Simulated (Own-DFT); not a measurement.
Simulation results for AlN (wurtzite, atoms displaced)

All values are calculated (Own-DFT development build). A calculation, not a measurement: plane-wave PBE density functional theory by an unreviewed code, no spin, of a simulated periodic cell, stress positive in tension, free energy of the whole cell less one offset for each atom, forces on such cells passed a denser k mesh, this cell's mesh not checked; offsets are fitted by least squares, one for each functional and potential file, so energies compare only between cells with the same atoms and settings and are not formation energies; the far tail of each file's local potential was reset to the Coulomb form; each entry is a single point on an unrelaxed cell, so the pressure reflects the starting lattice, mostly measured values (interpolated for alloys), from which strain is counted, and rises with the displacements; printed positions are rounded, which can move forces by about a meV/angstrom; the program, named Own-DFT, is a retired in-house code; no spin-orbit coupling.

Settings shared by all entries: functional PBE; potential files PseudoDojo norm-conserving, scalar-relativistic, standard set; wave cutoff 42 hartree; occupations Fermi-Dirac; smearing width 0.1 eV; hardware one NVIDIA H100; k mesh 2 x 2 x 2 centred on Gamma.

(1) 
```cif
# cell vector a (Å): 12.4480 0.0000 0.0000
# cell vector b (Å): -6.2240 10.7803 0.0000
# cell vector c (Å): 0.0000 0.0000 9.9640
data_AlN
_symmetry_space_group_name_H-M 'P 1'
_symmetry_Int_Tables_number 1
_cell_length_a 12.4480
_cell_length_b 12.4480
_cell_length_c 9.9640
_cell_angle_alpha 90.000
_cell_angle_beta 90.000
_cell_angle_gamma 120.000
_cell_volume 1337.10
loop_
_atom_site_label
_atom_site_type_symbol
_atom_site_fract_x
_atom_site_fract_y
_atom_site_fract_z
_atom_site_occupancy
Al1 Al 0.08490 0.16821 0.99930 1
Al2 Al 0.16794 0.08183 0.24879 1
N1 N 0.08305 0.16533 0.19191 1
N2 N 0.16505 0.08045 0.44176 1
Al3 Al 0.08422 0.16564 0.49955 1
Al4 Al 0.16717 0.08278 0.75136 1
N3 N 0.08012 0.16923 0.69149 1
N4 N 0.16574 0.08273 0.93855 1
Al5 Al 0.08509 0.41551 0.00074 1
Al6 Al 0.16818 0.33752 0.24918 1
N5 N 0.08332 0.41748 0.19273 1
N6 N 0.16294 0.33386 0.44083 1
Al7 Al 0.08225 0.41632 0.49898 1
Al8 Al 0.16660 0.32981 0.75131 1
N7 N 0.08423 0.41818 0.69318 1
N8 N 0.16374 0.32981 0.94314 1
Al9 Al 0.08256 0.66731 0.99963 1
Al10 Al 0.16614 0.58346 0.24793 1
N9 N 0.08577 0.66909 0.18969 1
N10 N 0.16713 0.58294 0.44451 1
Al11 Al 0.08306 0.66712 0.50062 1
Al12 Al 0.17198 0.58530 0.74630 1
N11 N 0.08182 0.66354 0.68922 1
N12 N 0.16600 0.58350 0.94151 1
Al13 Al 0.08560 0.91369 0.99948 1
Al14 Al 0.16400 0.83307 0.25233 1
N13 N 0.08346 0.91429 0.18936 1
N14 N 0.16391 0.83401 0.43977 1
Al15 Al 0.08334 0.91722 0.50579 1
Al16 Al 0.16380 0.82932 0.75170 1
N15 N 0.08334 0.91734 0.69083 1
N16 N 0.16841 0.83351 0.94108 1
Al17 Al 0.33661 0.16541 0.00028 1
Al18 Al 0.41597 0.08430 0.24872 1
N17 N 0.33321 0.16718 0.19115 1
N18 N 0.41661 0.08148 0.43973 1
Al19 Al 0.33188 0.16531 0.50185 1
Al20 Al 0.41609 0.08516 0.74976 1
N19 N 0.33273 0.16349 0.68397 1
N20 N 0.41504 0.08121 0.93841 1
Al21 Al 0.33055 0.41587 0.99803 1
Al22 Al 0.41374 0.33158 0.25037 1
N21 N 0.33493 0.41444 0.19100 1
N22 N 0.41526 0.33447 0.43875 1
Al23 Al 0.33100 0.41827 0.50019 1
Al24 Al 0.41591 0.33280 0.75110 1
N23 N 0.33348 0.41795 0.69331 1
N24 N 0.41565 0.33057 0.93948 1
Al25 Al 0.33446 0.66810 0.99961 1
Al26 Al 0.41785 0.58510 0.24999 1
N25 N 0.33310 0.66796 0.18947 1
N26 N 0.41419 0.58085 0.44267 1
Al27 Al 0.33455 0.66543 0.49988 1
Al28 Al 0.41215 0.58121 0.74907 1
N27 N 0.33344 0.66716 0.68889 1
N28 N 0.41516 0.58303 0.94035 1
Al29 Al 0.33362 0.91559 0.99616 1
Al30 Al 0.41510 0.83331 0.25071 1
N29 N 0.33293 0.91384 0.19238 1
N30 N 0.41621 0.83252 0.44064 1
Al31 Al 0.33492 0.91521 0.49907 1
Al32 Al 0.41826 0.83703 0.75244 1
N31 N 0.33354 0.91510 0.69218 1
N32 N 0.41764 0.83535 0.94134 1
Al33 Al 0.58515 0.16616 0.00264 1
Al34 Al 0.66442 0.08420 0.24916 1
N33 N 0.58338 0.16581 0.19096 1
N34 N 0.66555 0.08162 0.44104 1
Al35 Al 0.58337 0.16511 0.49857 1
Al36 Al 0.66599 0.08247 0.74953 1
N35 N 0.58472 0.16660 0.68990 1
N36 N 0.66532 0.08177 0.93949 1
Al37 Al 0.58233 0.41542 0.99813 1
Al38 Al 0.66188 0.32906 0.24942 1
N37 N 0.58082 0.41367 0.18895 1
N38 N 0.66510 0.33073 0.43973 1
Al39 Al 0.58037 0.41462 0.50427 1
Al40 Al 0.66609 0.33241 0.75035 1
N39 N 0.58118 0.41504 0.69261 1
N40 N 0.66638 0.33496 0.93914 1
Al41 Al 0.57839 0.66454 0.99947 1
Al42 Al 0.66753 0.58505 0.24949 1
N41 N 0.58455 0.66747 0.19193 1
N42 N 0.66450 0.58288 0.44052 1
Al43 Al 0.58458 0.66878 0.49577 1
Al44 Al 0.66422 0.58373 0.75102 1
N43 N 0.58372 0.66841 0.68905 1
N44 N 0.66864 0.58159 0.94388 1
Al45 Al 0.58336 0.91448 0.99793 1
Al46 Al 0.66318 0.83004 0.25065 1
N45 N 0.58462 0.91645 0.19227 1
N46 N 0.66525 0.83355 0.44223 1
Al47 Al 0.58332 0.91484 0.50027 1
Al48 Al 0.66801 0.83442 0.74856 1
N47 N 0.58326 0.91764 0.69289 1
N48 N 0.66791 0.83275 0.94024 1
Al49 Al 0.83193 0.16744 0.99970 1
Al50 Al 0.91627 0.08242 0.25110 1
N49 N 0.83091 0.16637 0.19256 1
N50 N 0.91502 0.08002 0.44340 1
Al51 Al 0.83185 0.16634 0.50121 1
Al52 Al 0.91591 0.08586 0.74585 1
N51 N 0.82968 0.16616 0.68431 1
N52 N 0.92065 0.08557 0.94120 1
Al53 Al 0.83476 0.41723 0.99888 1
Al54 Al 0.91764 0.33587 0.25357 1
N53 N 0.83244 0.41249 0.18430 1
N54 N 0.91701 0.33285 0.43983 1
Al55 Al 0.83203 0.41593 0.50082 1
Al56 Al 0.91593 0.33272 0.74965 1
N55 N 0.83155 0.42039 0.69054 1
N56 N 0.91778 0.33584 0.94077 1
Al57 Al 0.83142 0.66508 0.00262 1
Al58 Al 0.91619 0.58272 0.24712 1
N57 N 0.83800 0.66608 0.19059 1
N58 N 0.91670 0.58118 0.43917 1
Al59 Al 0.83123 0.66597 0.49731 1
Al60 Al 0.91613 0.58609 0.75311 1
N59 N 0.83150 0.66596 0.69051 1
N60 N 0.91690 0.58453 0.93926 1
Al61 Al 0.83186 0.91240 0.99787 1
Al62 Al 0.91329 0.83039 0.24661 1
N61 N 0.83707 0.91828 0.19116 1
N62 N 0.91614 0.83407 0.43711 1
Al63 Al 0.83401 0.91843 0.50027 1
Al64 Al 0.91605 0.82972 0.75202 1
N63 N 0.83343 0.91499 0.69150 1
N64 N 0.91629 0.83436 0.94524 1
_calc_free_energy_of_cell_above_offsets '-62.238'  # eV
_calc_pressure 3.78  # GPa
_calc_stress_xx -3.68  # GPa
_calc_stress_yy -3.62  # GPa
_calc_stress_zz -4.02  # GPa
_calc_stress_yz 0.02  # GPa
_calc_stress_xz -0.07  # GPa
_calc_stress_xy 0.55  # GPa
_calc_wall_time 374  # s
```

Force:
| element | x (eV/Å) | y (eV/Å) | z (eV/Å) |
| --- | --- | --- | --- |
| Al | -0.008 | -1.087 | 0.628 |
| Al | -0.721 | -0.242 | 0.177 |
| N | 0.15 | 0.578 | 0.04 |
| N | 0.145 | 0.502 | -0.107 |
| Al | -0.502 | 0.15 | -0.149 |
| Al | -0.506 | 0.183 | -0.382 |
| N | 1.31 | -0.699 | -0.414 |
| N | 0.718 | 0.037 | 0.508 |
| Al | -0.816 | 0.381 | -0.142 |
| Al | 0.219 | -1.089 | 0.207 |
| N | 0.051 | 0.058 | -0.392 |
| N | 0.891 | -0.214 | -0.065 |
| Al | -0.163 | 0.179 | 0.659 |
| Al | -0.822 | 0.942 | -0.059 |
| N | 0.246 | -0.533 | -0.294 |
| N | 0.465 | 0.92 | -0.427 |
| Al | 0.384 | -0.246 | 0.065 |
| Al | 0.008 | 0.31 | 0.569 |
| N | -0.371 | -0.581 | 0.096 |
| N | -0.094 | 0.224 | -0.773 |
| Al | -0.016 | -0.128 | -0.327 |
| Al | -1.218 | -0.564 | 0.658 |
| N | -0.094 | 0.513 | 0.49 |
| N | 0.47 | 0.084 | -0.231 |
| Al | -0.892 | 0.727 | 0.225 |
| Al | 0.579 | 0.09 | -0.274 |
| N | -0.322 | 0.341 | -0.056 |
| N | 0.662 | -0.103 | 0.691 |
| Al | -0.323 | -0.445 | -1.226 |
| Al | 0.378 | 0.443 | -0.573 |
| N | 0.056 | -0.478 | 0.821 |
| N | -0.105 | -0.379 | -0.366 |
| Al | -1.054 | -0.075 | -0.037 |
| Al | 0.195 | -0.732 | 0.264 |
| N | 0.247 | -0.286 | -0.275 |
| N | -0.233 | 0.282 | 0.051 |
| Al | 0.225 | 0.093 | -1.393 |
| Al | 0.676 | -0.548 | -0.433 |
| N | -0.532 | 0.727 | 1.601 |
| N | 0.553 | 0.398 | 0.432 |
| Al | 0.609 | -0.311 | 0.38 |
| Al | 0.666 | 0.265 | 0.014 |
| N | -0.879 | 0.939 | -0.398 |
| N | -0.098 | -0.377 | 0.726 |
| Al | 0.248 | -0.798 | 0.041 |
| Al | -0.023 | -0.333 | -0.399 |
| N | 0.012 | -0.71 | -0.275 |
| N | -0.358 | 0.334 | 0.122 |
| Al | -0.621 | -0.095 | 0.004 |
| Al | -0.266 | -0.597 | 0.057 |
| N | 0.469 | -0.34 | 0.211 |
| N | 0.429 | 0.699 | -0.592 |
| Al | -0.593 | 0.316 | -0.092 |
| Al | 0.783 | 0.903 | -0.102 |
| N | 0.52 | 0.598 | 0.352 |
| N | -0.11 | -0.215 | -0.047 |
| Al | -0.119 | 0.161 | 0.991 |
| Al | 0.512 | 0.113 | -0.091 |
| N | -0.586 | 0.724 | -0.559 |
| N | 0.368 | -0.267 | 0.091 |
| Al | -0.782 | 0.032 | 0.164 |
| Al | 0.179 | -0.679 | -0.459 |
| N | -0.554 | 0.297 | -0.141 |
| N | 0.333 | -0.53 | -0.115 |
| Al | -0.443 | 0.197 | -0.801 |
| Al | 0.899 | -0.521 | 0.416 |
| N | -0.611 | -0.201 | -0.227 |
| N | 0.003 | -0.001 | -0.143 |
| Al | -0.154 | -0.078 | 0.24 |
| Al | -0.192 | 0.242 | -0.077 |
| N | -0.504 | -0.058 | 0.101 |
| N | 0.17 | 0.137 | 0.169 |
| Al | 0.039 | -0.079 | 0.347 |
| Al | 0.545 | 1.009 | -0.076 |
| N | -0.028 | 0.503 | 0.222 |
| N | -0.234 | 0.371 | 0.152 |
| Al | 0.193 | 0.121 | -0.814 |
| Al | 0.031 | 0.115 | -0.146 |
| N | -0.019 | 0.258 | 0.045 |
| N | 0.396 | -0.649 | 0.331 |
| Al | 1.143 | 0.286 | -0.055 |
| Al | 0.453 | -0.957 | -0.099 |
| N | -0.273 | -0.389 | -0.333 |
| N | 0.256 | -0.233 | -0.132 |
| Al | -0.231 | -0.537 | 0.822 |
| Al | 0.316 | -0.067 | -0.062 |
| N | -0.384 | -0.464 | 0.198 |
| N | -1.241 | 0.301 | -0.364 |
| Al | 0.104 | 0.427 | 0.59 |
| Al | 0.713 | 1.367 | -0.027 |
| N | -0.495 | -0.178 | -0.446 |
| N | 0.399 | -0.045 | -0.356 |
| Al | -0.518 | 0.431 | 0.105 |
| Al | -0.129 | -0.212 | 0.07 |
| N | 0.237 | -0.288 | -0.3 |
| N | -0.472 | -0.494 | -0.059 |
| Al | 0.694 | -0.104 | 0.299 |
| Al | -0.137 | 0.255 | -0.126 |
| N | 0.377 | 0.237 | -0.127 |
| N | -0.103 | 0.993 | -0.218 |
| Al | 0.202 | -0.143 | -1.213 |
| Al | -0.034 | -0.64 | 0.771 |
| N | 0.363 | 0.26 | 1.426 |
| N | -1.073 | -0.486 | -0.447 |
| Al | -0.356 | -0.016 | -0.428 |
| Al | -0.084 | -0.768 | -0.798 |
| N | -0.577 | 0.642 | 1.204 |
| N | -0.414 | 0.045 | 0.587 |
| Al | 0.054 | 0.058 | -0.115 |
| Al | -0.2 | 0.579 | -0.138 |
| N | 0.604 | -0.582 | 0.188 |
| N | 0.219 | -0.594 | -0.245 |
| Al | 0.521 | 0.356 | -0.38 |
| Al | 0.836 | -0.63 | 0.36 |
| N | -1.42 | -0.237 | 0.023 |
| N | -0.418 | 0.229 | -0.1 |
| Al | 0.477 | 0.196 | 0.146 |
| Al | 0.274 | -0.541 | -0.781 |
| N | -0.04 | -0.009 | -0.098 |
| N | -0.087 | 0.109 | 0.611 |
| Al | -0.131 | 1.538 | 0.577 |
| Al | 0.811 | 0.864 | 0.4 |
| N | -1.095 | -0.828 | -0.258 |
| N | 0.071 | -0.286 | 0.594 |
| Al | 0.212 | -0.864 | 0.009 |
| Al | -0.411 | 0.654 | 0.025 |
| N | 0.062 | 0.417 | 0.004 |
| N | 0.86 | -0.878 | -0.717 |

(2) 
```cif
# cell vector a (Å): 12.4480 0.0000 0.0000
# cell vector b (Å): -6.2240 10.7803 0.0000
# cell vector c (Å): 0.0000 0.0000 9.9640
data_AlN
_symmetry_space_group_name_H-M 'P 1'
_symmetry_Int_Tables_number 1
_cell_length_a 12.4480
_cell_length_b 12.4480
_cell_length_c 9.9640
_cell_angle_alpha 90.000
_cell_angle_beta 90.000
_cell_angle_gamma 120.000
_cell_volume 1337.10
loop_
_atom_site_label
_atom_site_type_symbol
_atom_site_fract_x
_atom_site_fract_y
_atom_site_fract_z
_atom_site_occupancy
Al1 Al 0.08316 0.16795 0.99993 1
Al2 Al 0.16500 0.08192 0.25082 1
N1 N 0.08235 0.16673 0.18939 1
N2 N 0.16885 0.08465 0.43879 1
Al3 Al 0.08598 0.16833 0.50034 1
Al4 Al 0.16634 0.08226 0.74939 1
N3 N 0.08510 0.16889 0.68929 1
N4 N 0.16760 0.08378 0.94292 1
Al5 Al 0.08229 0.41512 0.99768 1
Al6 Al 0.16867 0.33327 0.25214 1
N5 N 0.08633 0.41785 0.18888 1
N6 N 0.16674 0.33405 0.44220 1
Al7 Al 0.08427 0.41700 0.49957 1
Al8 Al 0.16681 0.33096 0.75151 1
N7 N 0.08195 0.41479 0.69059 1
N8 N 0.16683 0.33248 0.94154 1
Al9 Al 0.08441 0.66736 0.99879 1
Al10 Al 0.16761 0.58360 0.25249 1
N9 N 0.08376 0.66532 0.19220 1
N10 N 0.16467 0.58001 0.44122 1
Al11 Al 0.08191 0.66500 0.49896 1
Al12 Al 0.16795 0.58392 0.75042 1
N11 N 0.08408 0.66533 0.68744 1
N12 N 0.16640 0.58287 0.93819 1
Al13 Al 0.08595 0.91865 0.00000 1
Al14 Al 0.16644 0.83267 0.24940 1
N13 N 0.08266 0.91649 0.18782 1
N14 N 0.16901 0.83208 0.43895 1
Al15 Al 0.08393 0.91682 0.50037 1
Al16 Al 0.16643 0.83209 0.75217 1
N15 N 0.08330 0.91490 0.69017 1
N16 N 0.16670 0.83279 0.94434 1
Al17 Al 0.33530 0.16821 0.00136 1
Al18 Al 0.41721 0.08295 0.24817 1
N17 N 0.33246 0.16359 0.19170 1
N18 N 0.42092 0.08683 0.43792 1
Al19 Al 0.33461 0.16928 0.50141 1
Al20 Al 0.41534 0.08545 0.74948 1
N19 N 0.33465 0.16994 0.69112 1
N20 N 0.41348 0.08515 0.94226 1
Al21 Al 0.33232 0.41783 0.00153 1
Al22 Al 0.41621 0.33368 0.24972 1
N21 N 0.33554 0.41644 0.19141 1
N22 N 0.41930 0.33263 0.43873 1
Al23 Al 0.33291 0.41806 0.49891 1
Al24 Al 0.42103 0.33421 0.74905 1
N23 N 0.33439 0.41526 0.69202 1
N24 N 0.41661 0.33285 0.93913 1
Al25 Al 0.33238 0.66559 0.99996 1
Al26 Al 0.41679 0.58301 0.24903 1
N25 N 0.33433 0.66863 0.18960 1
N26 N 0.41800 0.58353 0.44325 1
Al27 Al 0.33212 0.66747 0.50285 1
Al28 Al 0.41500 0.58408 0.75065 1
N27 N 0.33396 0.66696 0.69323 1
N28 N 0.41845 0.58777 0.94277 1
Al29 Al 0.33131 0.91612 0.99975 1
Al30 Al 0.41837 0.83480 0.25253 1
N29 N 0.33280 0.91645 0.19142 1
N30 N 0.41540 0.83494 0.44377 1
Al31 Al 0.33637 0.91960 0.49844 1
Al32 Al 0.41360 0.82962 0.75104 1
N31 N 0.33357 0.91661 0.68926 1
N32 N 0.41625 0.83315 0.94038 1
Al33 Al 0.58246 0.16586 0.00099 1
Al34 Al 0.66893 0.08591 0.24949 1
N33 N 0.58002 0.16741 0.19030 1
N34 N 0.66638 0.08113 0.43944 1
Al35 Al 0.58410 0.16815 0.49996 1
Al36 Al 0.66582 0.08134 0.75119 1
N35 N 0.58571 0.16747 0.69094 1
N36 N 0.66612 0.08295 0.94048 1
Al37 Al 0.58386 0.41799 0.99747 1
Al38 Al 0.66796 0.33081 0.25066 1
N37 N 0.58244 0.41620 0.18804 1
N38 N 0.66781 0.33432 0.44191 1
Al39 Al 0.58542 0.41916 0.50065 1
Al40 Al 0.66691 0.33347 0.74809 1
N39 N 0.58253 0.41490 0.68711 1
N40 N 0.66657 0.33338 0.94246 1
Al41 Al 0.58370 0.66482 0.00033 1
Al42 Al 0.66794 0.58687 0.24949 1
N41 N 0.58458 0.66840 0.19282 1
N42 N 0.66656 0.58361 0.44388 1
Al43 Al 0.58582 0.66891 0.49634 1
Al44 Al 0.66516 0.58092 0.75054 1
N43 N 0.58436 0.66517 0.69034 1
N44 N 0.66784 0.58362 0.93888 1
Al45 Al 0.58368 0.91522 0.00440 1
Al46 Al 0.66531 0.83253 0.24710 1
N45 N 0.58500 0.91790 0.19135 1
N46 N 0.66833 0.83246 0.44322 1
Al47 Al 0.58165 0.91702 0.49937 1
Al48 Al 0.66665 0.83041 0.75124 1
N47 N 0.58477 0.91713 0.68950 1
N48 N 0.66356 0.82849 0.94227 1
Al49 Al 0.83150 0.16462 0.99628 1
Al50 Al 0.91938 0.08597 0.24907 1
N49 N 0.83412 0.17063 0.18949 1
N50 N 0.91462 0.08401 0.44222 1
Al51 Al 0.83197 0.16493 0.50053 1
Al52 Al 0.91887 0.08415 0.75146 1
N51 N 0.83410 0.16747 0.69276 1
N52 N 0.91287 0.08209 0.94115 1
Al53 Al 0.83322 0.41272 0.00246 1
Al54 Al 0.91568 0.33379 0.25323 1
N53 N 0.83331 0.41684 0.18958 1
N54 N 0.91750 0.33750 0.44240 1
Al55 Al 0.83340 0.41621 0.49775 1
Al56 Al 0.91394 0.32814 0.75259 1
N55 N 0.83050 0.41003 0.68898 1
N56 N 0.91680 0.33136 0.94036 1
Al57 Al 0.83309 0.66727 0.99641 1
Al58 Al 0.91345 0.58118 0.24832 1
N57 N 0.83457 0.66729 0.19199 1
N58 N 0.91683 0.58493 0.43904 1
Al59 Al 0.83351 0.66767 0.50349 1
Al60 Al 0.91498 0.58131 0.74749 1
N59 N 0.83446 0.66976 0.69061 1
N60 N 0.91621 0.58429 0.94121 1
Al61 Al 0.83468 0.91495 0.00128 1
Al62 Al 0.91253 0.83330 0.25057 1
N61 N 0.83304 0.91634 0.19373 1
N62 N 0.91779 0.83357 0.44267 1
Al63 Al 0.83516 0.91681 0.49897 1
Al64 Al 0.91808 0.83446 0.74796 1
N63 N 0.83683 0.91589 0.68855 1
N64 N 0.91700 0.83351 0.93925 1
_calc_free_energy_of_cell_above_offsets '-62.616'  # eV
_calc_pressure 3.69  # GPa
_calc_stress_xx -3.39  # GPa
_calc_stress_yy -3.79  # GPa
_calc_stress_zz -3.88  # GPa
_calc_stress_yz -0.07  # GPa
_calc_stress_xz -0.03  # GPa
_calc_stress_xy 0.25  # GPa
_calc_wall_time 344  # s
```

Force:
| element | x (eV/Å) | y (eV/Å) | z (eV/Å) |
| --- | --- | --- | --- |
| Al | 0.099 | -0.51 | -0.041 |
| Al | 0.364 | 0.039 | -0.574 |
| N | 0.415 | 0.195 | 0.322 |
| N | -0.305 | -0.184 | 0.626 |
| Al | -0.486 | -0.371 | -0.189 |
| Al | 0.085 | 0.271 | 0.275 |
| N | 0.132 | -0.755 | 0.355 |
| N | -0.301 | 0.209 | -0.571 |
| Al | 0.097 | 0.315 | 0.337 |
| Al | -0.44 | 0.124 | -0.429 |
| N | -0.309 | -0.311 | 0.378 |
| N | 0.229 | -0.127 | -0.326 |
| Al | -0.354 | -0.306 | 0.506 |
| Al | -0.068 | 0.803 | -0.302 |
| N | 0.282 | 0.106 | 0.324 |
| N | -0.107 | 0.166 | -0.08 |
| Al | -0.23 | -0.527 | 0.513 |
| Al | -0.04 | -0.071 | -0.51 |
| N | -0.271 | -0.045 | -0.305 |
| N | 0.338 | 0.74 | 0.157 |
| Al | 0.163 | 0.301 | -0.287 |
| Al | -0.391 | -0.669 | -0.364 |
| N | -0.323 | 0.119 | 0.647 |
| N | 0.035 | -0.049 | 0.371 |
| Al | -0.472 | -0.341 | 0.011 |
| Al | -0.213 | -0.055 | -0.041 |
| N | -0.271 | -0.167 | 0.724 |
| N | -0.491 | 0.348 | 0.335 |
| Al | 0.497 | -0.17 | -0.383 |
| Al | 0.157 | -0.028 | -0.424 |
| N | 0.243 | 0.432 | 0.179 |
| N | -0.142 | 0.058 | -0.733 |
| Al | -0.635 | 0.079 | 0.207 |
| Al | -0.492 | -0.089 | 0.271 |
| N | -0.475 | 0.622 | -0.064 |
| N | -0.546 | -0.378 | 0.534 |
| Al | 0.448 | -0.275 | -0.524 |
| Al | 0.704 | -0.356 | 0.116 |
| N | -0.121 | -0.63 | -0.189 |
| N | 1.007 | -0.541 | -0.417 |
| Al | 0.577 | -0.039 | -0.478 |
| Al | 0.855 | -0.519 | -0.091 |
| N | -0.605 | 0.142 | -0.03 |
| N | -0.73 | 0.546 | 0.395 |
| Al | 0.781 | -0.289 | 0.443 |
| Al | -0.993 | 0.047 | 0.235 |
| N | -0.277 | 0.334 | -0.116 |
| N | -0.159 | 0.517 | 0.215 |
| Al | -0.28 | 0.508 | 0.098 |
| Al | -0.171 | 0.254 | 0.358 |
| N | 0.2 | -0.209 | 0.486 |
| N | -0.544 | 0.335 | -0.518 |
| Al | 0.258 | -0.205 | -0.396 |
| Al | 0.969 | -0.363 | -0.088 |
| N | -0.251 | -0.286 | -0.425 |
| N | 0.112 | -1.03 | -0.149 |
| Al | 0.591 | 0.317 | 0.195 |
| Al | -0.384 | -0.131 | -0.303 |
| N | 0.362 | -0.04 | -0.128 |
| N | 0.611 | -0.52 | -0.45 |
| Al | -0.699 | 0.076 | 0.161 |
| Al | 0.444 | 1.282 | -0.089 |
| N | -0.181 | 0.144 | 0.415 |
| N | -0.041 | 0.092 | 0.3 |
| Al | -0.303 | 0.134 | -0.387 |
| Al | -0.326 | -0.161 | -0.059 |
| N | 1.214 | -0.301 | -0.007 |
| N | -0.284 | 0.626 | 0.05 |
| Al | 0.337 | -0.14 | 0.084 |
| Al | -0.035 | 0.135 | -0.267 |
| N | -0.57 | -0.366 | 0.049 |
| N | -0.188 | -0.355 | 0.354 |
| Al | 0.102 | -0.402 | 0.52 |
| Al | -1.045 | 0.726 | -0.157 |
| N | 0.308 | 0.401 | 0.451 |
| N | -0.015 | -0.056 | -0.357 |
| Al | -0.11 | -0.447 | -0.669 |
| Al | 0.114 | -0.282 | 0.448 |
| N | 0.51 | 0.432 | 0.695 |
| N | 0.149 | -0.109 | -0.477 |
| Al | -0.124 | 0.028 | 0.08 |
| Al | 0.417 | -1.031 | 0.297 |
| N | -0.186 | -0.417 | -0.431 |
| N | 0.323 | 0.248 | -0.665 |
| Al | -0.201 | -0.471 | 0.898 |
| Al | 0.118 | 0.439 | -0.535 |
| N | -0.492 | -0.045 | 0.034 |
| N | -0.265 | -0.118 | 0.184 |
| Al | -0.325 | 0.001 | -0.976 |
| Al | 0.24 | 0.473 | 0.937 |
| N | -0.234 | 0.07 | 0.338 |
| N | -0.563 | 0.561 | -0.806 |
| Al | 0.74 | -0.291 | 0.265 |
| Al | 0.024 | 0.435 | -0.422 |
| N | -0.175 | -0.555 | 0.359 |
| N | 0.446 | 0.911 | 0.123 |
| Al | -0.146 | 0.369 | 0.668 |
| Al | -0.781 | -0.247 | 0.29 |
| N | 0.301 | -0.566 | -0.022 |
| N | 0.92 | 0.15 | -0.384 |
| Al | -0.147 | 0.62 | 0.201 |
| Al | -0.3 | -0.415 | -0.527 |
| N | 0.077 | -0.944 | -0.257 |
| N | 0.925 | -0.096 | 0.067 |
| Al | -0.39 | 0.743 | -0.7 |
| Al | 0.673 | 0.47 | -0.481 |
| N | 0.127 | -0.379 | 0.417 |
| N | 0.504 | -1.076 | -0.298 |
| Al | -0.226 | 0.478 | 0.491 |
| Al | 0.143 | 1.1 | -0.566 |
| N | 0.03 | 1.146 | 0.191 |
| N | -0.168 | 0.017 | 0.188 |
| Al | 0.359 | 0.018 | 0.584 |
| Al | 0.565 | 0.641 | 0.133 |
| N | -0.572 | 0.083 | -0.571 |
| N | -0.205 | -0.384 | 0.324 |
| Al | 0.094 | -0.106 | -0.662 |
| Al | 0.268 | -0.166 | 0.204 |
| N | 0.137 | -0.922 | 0.383 |
| N | 0.38 | -0.549 | -0.256 |
| Al | -0.543 | 0.011 | -0.161 |
| Al | 1.366 | -0.129 | 0.142 |
| N | -0.366 | 0.455 | -0.529 |
| N | -0.02 | 0.074 | -0.371 |
| Al | -0.317 | 0.093 | 0.152 |
| Al | 0.007 | -0.127 | 0.354 |
| N | -0.799 | 0.44 | 0.503 |
| N | 0.246 | 0.19 | 0.065 |
